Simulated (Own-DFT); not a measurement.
# Response to strain: wurtzite AlGaN with randomly placed atoms, 72 atoms (Al27Ga9N36)

All numbers below are calculated, not measured. The program, named Own-DFT, is a retired in-house plane-wave density functional code that no person has reviewed. Each row is one single-point run on a periodic cell that was not relaxed, without spin or spin-orbit coupling.

Settings of every run: PBEsol; PseudoDojo norm-conserving scalar-relativistic files, made for PBE; cutoff 42 hartree; 4 x 4 x 3 k mesh centred on Gamma; Fermi-Dirac smearing of 0.1 eV.

Known limits: forces on such cells passed a denser k mesh, each cell not checked; stress not checked against mesh or cutoff.

Unstrained cell vectors in Å: (9.394, 0.000, 0.000); (-4.697, 8.135, 0.000); (0.000, 0.000, 10.066). The unstrained cell has measured lattice constants (interpolated for alloys), not those of this functional. That, the random moves and any unrelaxed bonds set the pressure at no strain. Each run strains this cell uniformly, with the atoms carried along. Every atom was also moved at random, by a Gaussian of width 0.05 Å on each axis. The random placing of the alloy's atoms differs from row to row. Strain is the symmetric tensor, in per cent. Stress is positive in tension, and the pressure is minus a third of its trace.

```
run  e_xx (%)  e_yy (%)  e_zz (%)  s_xx (GPa)  s_yy (GPa)  s_zz (GPa)  P (GPa)  E (meV/atom)
  1     -2.75     -2.75      0.00      -23.94      -20.17       -7.92    17.34          67.6
  2      2.75      2.75      0.00        9.78       10.80       -0.06    -6.84           9.1
  3     -2.50     -2.50      0.00      -22.71      -17.63       -7.07    15.80          49.2
  4      0.50      0.50      0.00       -0.52       -0.29       -2.96     1.26           0.0
  5      2.25      2.25      0.00        7.93        8.35       -1.61    -4.89          13.1
  6      1.00      1.00      0.00        2.37       -0.41       -1.91    -0.02          19.7
  7      2.50      2.50      0.00        8.94        9.08       -0.91    -5.70          18.0
  8     -1.50     -1.50      0.00      -14.53      -13.52       -4.38    10.81          35.8
  9      1.25      1.25      0.00           ?           ?           ?        ?             ?
```

E is the free energy for each atom above the lowest run shown.

## Worked fit

The change of volume is close to e_xx + e_yy + e_zz. A straight line through the runs shown gives P = 4.79 - 217 x (fractional change of volume) GPa, with an error of 6 on the slope and a scatter of 0.76 GPa. The strain isn't the same on all axes and the cell isn't cubic, so the slope belongs to this path and is not the bulk modulus.

## Withheld run

Question: what pressure should run 9 give? Its volume changes by 2.52 %.

The line gives -0.7 GPa. The calculation gave -1.21 GPa.
